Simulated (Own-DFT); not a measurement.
Simulation results for Si$_{12}$O$_{23}$ (quartz with two neutral oxygen vacancies, atoms displaced)

A calculation, not a measurement: plane-wave PBE and HSE06 DFT by an unreviewed code, no spin, of a simulated cell at Gamma alone, so results move with cell size and shape, stress positive in tension, energies less offsets, not probed for a lower state with spin; oxygen file: force components 24 meV/angstrom off all-electron in a glass; k mesh not checked against a denser one; forces and stress are PBE's, HSE06 gives the energy alone, and its difference from PBE has offsets of its own; offsets are fitted by least squares, one for each functional and potential file, so energies compare only between cells with the same atoms and settings and are not formation energies; the far tail of each file's local potential was reset to the Coulomb form; each entry is a single point on an unrelaxed cell, so the pressure reflects the starting lattice, mostly measured values (interpolated for alloys), from which strain is counted, and rises with the displacements; printed positions are rounded, which can move forces by about a meV/angstrom; the program, named Own-DFT, is a retired in-house code; no spin-orbit coupling. Program: Own-DFT development build.

Entry: Si$_{12}$O$_{23}$ (quartz with two neutral oxygen vacancies, atoms displaced)

```
Si12O23
1.0
      9.8268     0.0000     0.0000
     -4.9134     8.5103     0.0000
      0.0000     0.0000    10.8104
Si O Si O Si O Si O Si O Si O Si O Si O
3 6 3 6 3 6 3 6 3 6 3 6 3 4 3 6
Direct
  0.23610 0.00126 0.99931
  0.99833 0.23779 0.33258
  0.26443 0.26018 0.16700
  0.20954 0.13385 0.06484
  0.42526 0.29142 0.22471
  0.36013 0.06731 0.39453
  0.06876 0.36733 0.44306
  0.13371 0.20668 0.27058
  0.30044 0.42959 0.10647
  0.23315 0.99441 0.49857
  0.00528 0.23913 0.83792
  0.26715 0.26565 0.67061
  0.20712 0.13546 0.56272
  0.41876 0.28893 0.73045
  0.36563 0.07967 0.89027
  0.07710 0.37238 0.94275
  0.13220 0.20351 0.77217
  0.29695 0.42698 0.60085
  0.23758 0.50103 0.00165
  0.99961 0.73759 0.33051
  0.26799 0.76034 0.16902
  0.21007 0.63630 0.06401
  0.42370 0.79713 0.22541
  0.37196 0.57658 0.38876
  0.07264 0.86809 0.43337
  0.13336 0.70287 0.27217
  0.29316 0.92846 0.10991
  0.22813 0.50378 0.50257
  0.99592 0.73174 0.83191
  0.26446 0.76579 0.66699
  0.21106 0.63275 0.55806
  0.42771 0.79831 0.72788
  0.36736 0.57472 0.89131
  0.07137 0.86240 0.93658
  0.13612 0.70985 0.77574
  0.29588 0.93450 0.60343
  0.72765 0.99430 0.00460
  0.49854 0.22888 0.33528
  0.76643 0.26377 0.16642
  0.70796 0.13589 0.05670
  0.93141 0.29866 0.22679
  0.86774 0.07292 0.39537
  0.57108 0.36565 0.43809
  0.63625 0.20705 0.27092
  0.79169 0.42826 0.10979
  0.73837 0.00046 0.50434
  0.49962 0.23547 0.83226
  0.76286 0.26060 0.66527
  0.70706 0.13445 0.56021
  0.92030 0.28981 0.72573
  0.86967 0.07538 0.89258
  0.56734 0.36458 0.94005
  0.63594 0.20676 0.77294
  0.78710 0.41944 0.60555
  0.73901 0.50231 0.00277
  0.50167 0.73525 0.32854
  0.76693 0.76912 0.16827
  0.92736 0.79270 0.22387
  0.86981 0.57903 0.39366
  0.57761 0.86896 0.44531
  0.63117 0.70960 0.27516
  0.73146 0.49830 0.50281
  0.50465 0.73600 0.83396
  0.76805 0.76628 0.66703
  0.70536 0.63074 0.56046
  0.93360 0.79910 0.73033
  0.87282 0.57822 0.89429
  0.57095 0.86832 0.94091
  0.63318 0.70779 0.77703
  0.79928 0.92778 0.60513
```

* first functional: PBE
* second functional: HSE06
* exact exchange share: 0.25
* screening: 0.11 1/bohr
* exchange divergence: Gygi-Baldereschi
* potential files: PseudoDojo norm-conserving, scalar-relativistic, made for PBE, standard set
* wave cutoff: 48 hartree
* occupations: fixed
* k mesh: 1 x 1 x 1 centred on Gamma
* PBE energy of cell above offsets: -21.003 eV
* HSE06 less PBE above offsets: -0.003 eV
* PBE pressure: 7.58 GPa
* PBE stress xx: -8.64 GPa
* PBE stress yy: -6.64 GPa
* PBE stress zz: -7.44 GPa
* PBE stress yz: -1.29 GPa
* PBE stress xz: -0.84 GPa
* PBE stress xy: -0.73 GPa

Force:
```
element  x (eV/Å)  y (eV/Å)  z (eV/Å)
     Si    -0.125    -1.377     0.042
     Si     1.903     -0.78     1.243
     Si    -0.419     2.857     0.521
      O     -0.36    -2.009    -2.467
      O     2.033    -0.182     1.424
      O     1.778     1.248    -2.018
      O    -0.408    -0.227    -0.435
      O    -1.756    -0.303     1.446
      O     0.101    -0.479     0.256
     Si    -3.532      2.41     0.332
     Si    -1.151    -0.459    -1.864
     Si     -2.36     0.262    -2.988
      O      0.63     -1.58    -1.214
      O       2.6     1.227     0.353
      O    -0.413    -2.061     0.864
      O    -0.886    -0.736    -0.372
      O    -1.023     0.123     1.255
      O    -0.164         0     0.681
     Si     0.847     1.261      0.55
     Si     1.751    -1.319     -0.37
     Si    -4.377     2.296    -0.913
      O      0.36    -2.131    -2.244
      O     4.429     0.956      1.91
      O    -1.939    -1.751      1.67
      O    -0.256      0.88     1.341
      O    -0.993    -0.159     0.905
      O     0.215    -0.459    -0.186
     Si     5.675    -3.694    -3.464
     Si     2.295     1.635     0.467
     Si     0.131     1.248    -0.264
      O    -3.549     4.596      2.66
      O     0.597      -0.1     0.093
      O    -0.111    -0.404     0.242
      O     0.581     2.028     1.703
      O     0.319    -0.493    -0.596
      O     2.226    -2.973     2.851
     Si     3.698     0.255     0.357
     Si    -0.812     0.451    -1.311
     Si    -0.039     1.099    -0.417
      O    -0.476     0.217     0.205
      O    -0.855     0.227    -1.119
      O     0.387     0.554    -0.775
      O     0.045     0.105      0.36
      O    -0.902    -0.753     1.273
      O     1.316    -0.827     0.825
     Si    -0.835     0.547    -1.319
     Si     1.316     0.648     -0.32
     Si    -0.369     0.681     0.757
      O     0.003     -1.37    -1.297
      O     2.815     0.443     1.633
      O    -0.922    -1.333     1.576
      O     1.108     1.678     0.997
      O    -1.515    -0.414      1.05
      O    -0.061     1.133    -0.054
     Si    -2.897     1.517     0.046
     Si     -2.98     1.942     2.987
     Si    -1.226    -0.646    -3.814
      O    -0.034     1.002    -0.438
      O     -0.97    -1.498     1.105
      O    -0.837    -1.576    -1.643
      O     3.459      -0.3    -1.491
     Si     1.338    -0.393    -2.101
     Si    -2.996     0.344     0.043
     Si     0.153    -0.293     0.592
      O    -0.883     1.312     1.111
      O    -2.452      0.27    -2.499
      O    -0.992    -3.134      0.92
      O    -0.968     -0.78    -0.404
      O     2.858    -0.051    -1.621
      O     0.878    -0.407     1.371
```
